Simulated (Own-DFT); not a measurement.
# Across the composition range of diamond-structure SiGe

All numbers below are calculated, not measured. They come from Own-DFT, an in-house plane-wave density functional program, since retired, whose code no person has reviewed. Each row is one single-point run on a periodic cell that was not relaxed, without spin or spin-orbit coupling.

Settings of every run: PBE; PseudoDojo norm-conserving scalar-relativistic files; cutoff 42 hartree; 5 x 5 x 5 k mesh centred on Gamma; Fermi-Dirac smearing of 0.1 eV.

Known limits, some of them of some rows only: forces on such cells failed a check on a denser k mesh; forces on such cells moved up to 12 meV/angstrom on a denser k mesh; forces on such cells passed a denser k mesh, each cell not checked; stress not checked against mesh or cutoff.

Each cell has 16 atoms, with Ge and Si placed at random on their shared sites; x is the share of Ge. Lattice constants follow the straight line between measured values of the end members, and atoms start on the ideal sites of that lattice. Every atom was also moved at random, by a Gaussian of width 0.03 Å on each axis. u is the rms move along one axis. dE is the free energy for each Ge or Si site above the straight-line part, a + b x, of the fit below.

| x | cell | u (Å) | volume (Å³/atom) | P (GPa) | dE (meV/site) |
|---|---|---|---|---|---|
| 0.125 | Ge2Si14 | 0.0291 | 20.340 | 2.23 | 9.9 |
| 0.125 | Ge2Si14 | 0.0313 | 20.340 | 2.23 | 12.1 |
| 0.125 | Ge2Si14 | 0.0276 | 20.340 | 2.16 | 5.2 |
| 0.125 | Ge2Si14 | 0.0308 | 20.340 | 2.26 | 14.3 |
| 0.250 | Ge4Si12 | 0.0294 | 20.659 | ? | ? |
| 0.500 | Ge8Si8 | 0.0373 | 21.306 | 2.87 | 37.9 |
| 0.500 | Ge8Si8 | 0.0326 | 21.306 | 2.85 | 28.5 |
| 0.500 | Ge8Si8 | 0.0267 | 21.306 | 2.71 | 18.0 |
| 0.500 | Ge8Si8 | 0.0313 | 21.306 | 2.79 | 29.2 |
| 0.750 | Ge12Si4 | 0.0326 | 21.966 | 3.45 | 30.7 |
| 0.750 | Ge12Si4 | 0.0319 | 21.966 | 3.34 | 20.3 |
| 0.750 | Ge12Si4 | 0.0290 | 21.966 | 3.23 | 15.1 |
| 0.750 | Ge12Si4 | 0.0287 | 21.966 | 3.34 | 17.0 |
| 0.875 | Ge14Si2 | 0.0280 | 22.302 | 3.62 | 9.3 |
| 0.875 | Ge14Si2 | 0.0294 | 22.302 | 3.63 | 8.7 |
| 0.875 | Ge14Si2 | 0.0296 | 22.302 | 3.59 | 8.8 |
| 0.875 | Ge14Si2 | 0.0274 | 22.302 | 3.53 | 2.9 |

## Worked fit

Fit E = a + b x + W x (1 - x) + k (u² - 0.03²) to the rows shown. It gives W = 98 ± 13 meV/site and k = 33 ± 5 eV/Å², with a scatter of 2.8 meV/site. Part of W is bond strain that relaxing the atoms would remove. The pressures follow P = 2.07 + 1.15 x + 0.69 x² GPa, with a scatter of 0.07.

## Withheld member

Question: what pressure and dE should the cell at x = 0.250 give?

The fits give 2.4 GPa and 17 meV/site. The calculation gave 2.44 GPa and 20.1 meV/site.
